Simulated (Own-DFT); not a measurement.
# A layer strained by its substrate: wurtzite AlGaN with randomly placed atoms, 96 atoms (Al12Ga36N48)

Calculated, not measured: single-point runs of Own-DFT, a retired in-house plane-wave DFT program that no person has reviewed, on unrelaxed cells, without spin or spin-orbit coupling.

All runs used: PBE; PseudoDojo norm-conserving scalar-relativistic files (stringent for Ga); cutoff 96 hartree; 3 x 4 x 3 k mesh centred on Gamma; Gaussian smearing of 0.01 eV.

Caveats: k mesh not checked against a denser one; stress not checked against mesh or cutoff.

Unstrained cell vectors in Å: (12.679, 0.000, 0.000); (-4.755, 8.235, 0.000); (0.000, 0.000, 10.268). The unstrained cell has measured lattice constants (interpolated for alloys), not those of this functional. That, the random moves and any unrelaxed bonds set the pressure at no strain. Each run strains x and y alike by e, as a substrate would, and holds the height along z. Each atom got a random Gaussian move of width 0.05 Å along each axis. The random placing of the alloy's atoms differs from row to row. Stress is positive in tension.

| e (%) | u (Å) | (s_xx + s_yy)/2 (GPa) | s_zz (GPa) |
|---|---|---|---|
| -3.00 | 0.050 | -27.34 | -11.62 |
| -2.50 | 0.054 | -22.76 | -11.74 |
| -2.00 | 0.046 | -19.07 | -9.92 |
| -1.75 | 0.048 | -17.41 | -9.16 |
| -1.50 | 0.049 | -14.85 | -10.34 |
| -1.00 | 0.050 | -12.85 | -8.81 |
| -0.75 | 0.049 | ? | ? |
| -0.25 | 0.048 | -8.40 | -6.41 |
| 0.75 | 0.051 | -2.98 | -7.36 |
| 2.50 | 0.049 | 4.85 | -3.50 |

## Analysis

With e as a fraction, the in-plane stress is -6.6 + 551 e - 4066 e² GPa (errors 11 and 636, scatter 0.52), and s_zz is -7.3 + 147 e GPa (slope ± 17, scatter 0.83). At e = 0 the first slope is C11 + C12 and the second 2 C13, both with the ions held to the strained lattice and at the cell's own pressure. The term in e² is negative: the layer stiffens under compression and softens under tension. A free layer would change its height as e changes, and the in-plane slope would drop by 2 C13²/C33 to the biaxial modulus. At fixed height, a misfit of 1 % moves the in-plane stress by about 5.5 GPa and s_zz by 1.5 GPa.

## The run left out

Question: what are the two stresses at e = -0.75 %?

The fit gives -11.0 and -8.4 GPa. The hidden result is -10.83 and -8.71 GPa.
